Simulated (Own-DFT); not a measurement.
# Which way do the neighbours of a vacancy move? diamond silicon, 63 atoms (Si63), with one Si vacancy

Calculated results; nothing here was measured. They come from Own-DFT, an in-house plane-wave density functional program, since retired, whose code no person has reviewed. Each row is one single-point run on a periodic cell that was not relaxed, without spin or spin-orbit coupling.

Settings of every run: PBE; PseudoDojo norm-conserving scalar-relativistic files; cutoff 20 hartree; 3 x 3 x 3 k mesh centred on Gamma; Fermi-Dirac smearing of 0.1 eV.

Known limits: not probed for a lower state with spin; forces not confirmed at this smearing and k mesh; stress not checked against mesh or cutoff.

Cell vectors in Å: (10.862, 0.000, 0.000); (0.000, 10.862, 0.000); (0.000, 0.000, 10.862). Every atom was also moved at random, by a Gaussian of width 0.05 Å on each axis. The defect's site can differ from row to row. The empty site has 4 nearest neighbours, all Si. For each, d is its distance from the empty site and R the part of its force along the line away from it, positive outwards. The last column is the rms force component on atoms over 4.5 Å away.

| run | d1 (Å) | d2 (Å) | d3 (Å) | d4 (Å) | R1 (eV/Å) | R2 (eV/Å) | R3 (eV/Å) | R4 (eV/Å) | far F (eV/Å) |
|---|---|---|---|---|---|---|---|---|---|
| 1 | 2.174 | 2.334 | 2.337 | 2.351 | 0.40 | -0.25 | -0.06 | -0.35 | 0.77 |
| 2 | 2.265 | 2.346 | 2.374 | 2.379 | 0.00 | -0.39 | -0.29 | -0.54 | 0.90 |
| 3 | 2.323 | 2.351 | 2.355 | 2.362 | -0.31 | -0.79 | -0.29 | -0.36 | 0.79 |
| 4 | 2.265 | 2.278 | 2.368 | 2.405 | -0.23 | -0.06 | -0.64 | -0.61 | 0.82 |
| 5 | 2.243 | 2.283 | 2.292 | 2.328 | -0.29 | 0.08 | -0.11 | -0.28 | 0.78 |
| 6 | 2.280 | 2.309 | 2.386 | 2.396 | -0.20 | -0.47 | -0.40 | -0.33 | 0.84 |
| 7 | 2.296 | 2.333 | 2.342 | 2.393 | 0.06 | -0.54 | -0.82 | -0.51 | 0.84 |
| 8 | 2.292 | 2.333 | 2.375 | 2.392 | -0.18 | -0.29 | -0.71 | -0.62 | 0.81 |
| 9 | 2.332 | 2.344 | 2.369 | 2.380 | ? | ? | ? | ? | ? |

## Worked fit

A straight line through the 32 neighbours shown gives R = -0.32 - 3.8 (d - 2.329) eV/Å, with a scatter of 0.19 left by the moves of the other atoms. The slope, with an error of 0.6, is the pull back towards the neighbour's own site. The constant, -0.32 ± 0.03 eV/Å, is the force at the mean distance: with one bond gone, the neighbours are pushed inwards, towards the empty site. It shows how a relaxation would start, not where it would end, and it depends somewhat on the width of the random moves.

## Withheld run

Question: what mean R should the neighbours of run 9 feel? Their mean d is 2.356 Å.

The line gives -0.42 ± 0.08 eV/Å, by the scatter of the means of the runs shown. The calculation gave R = -0.05, -0.40, -0.32, -0.34, a mean of -0.28 eV/Å.
